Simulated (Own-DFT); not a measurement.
# What a change of functional does to the pressure

Calculated results; nothing here was measured. They come from Own-DFT, an in-house plane-wave density functional program, since retired, whose code no person has reviewed. Each row is one single-point run on a periodic cell that was not relaxed, without spin or spin-orbit coupling.

Known limits, some of them of some rows only: forces on such cells failed a check on a denser k mesh; forces on such cells moved up to 12 meV/angstrom on a denser k mesh; forces on such cells passed a denser k mesh, each cell not checked; stress not checked against mesh or cutoff.

Each cell was run twice at the same cutoff, k mesh and smearing, with PBE and with PBEsol, on PseudoDojo norm-conserving files made for PBE. Atoms were moved at random from their sites; u is the rms move along one axis. Files made for PBEsol would give a somewhat different change.

```
cell,atoms,volume (Å³/atom),u (Å),cutoff (hartree),P with PBE (GPa),P with PBEsol (GPa),change (GPa)
C11b WSi2 (Si20W10),30,13.68,0.041,50,1.46,-2.53,-3.99
C11b WSi2 (Si20W10),30,13.44,0.021,50,4.44,0.35,-4.09
C11b WSi2 (Si20W10),30,14.03,0.049,50,-2.44,-6.31,-3.87
C40 NbSi2 with two Nb vacancies (Nb10Si24),34,15.50,0.027,42,-0.33,-3.59,-3.26
C40 NbSi2 with two Nb vacancies (Nb10Si24),34,15.50,0.055,42,0.81,-2.46,-3.27
C40 NbSi2 with two Nb vacancies (Nb10Si24),34,15.50,0.082,42,1.99,-1.25,-3.24
D0_22 TiAl3 (Al30Ti10),40,15.63,0.102,42,5.30,3.39,-1.91
D0_22 TiAl3 (Al30Ti10),40,15.41,0.053,42,4.48,2.54,-1.93
D0_22 TiAl3 (Al30Ti10),40,15.63,0.096,42,4.51,?,?
beta-Si3N4 (N64Si48),112,10.08,0.050,42,18.21,15.74,-2.47
beta-Si3N4 (N64Si48),112,10.41,0.051,42,7.70,5.28,-2.41
beta-Si3N4 (N24Si18),42,10.41,0.050,42,9.28,6.88,-2.40
```

## Worked reading

Mean change of pressure by composition, in GPa: Si2W, -3.98; Nb5Si12, -3.25; N4Si3, -2.43; Al3Ti, -1.92. At a fixed cell PBEsol gives the lower pressure, because it favours a smaller volume than PBE. Here the change varies more between materials than between cells of one material.

## Withheld value

Question: what PBEsol pressure should the Al30Ti10 cell with the blank give?

Adding the mean change of the cells with its composition, -1.92 GPa, to 4.51 gives 2.6 GPa. The calculation gave 2.60 GPa.
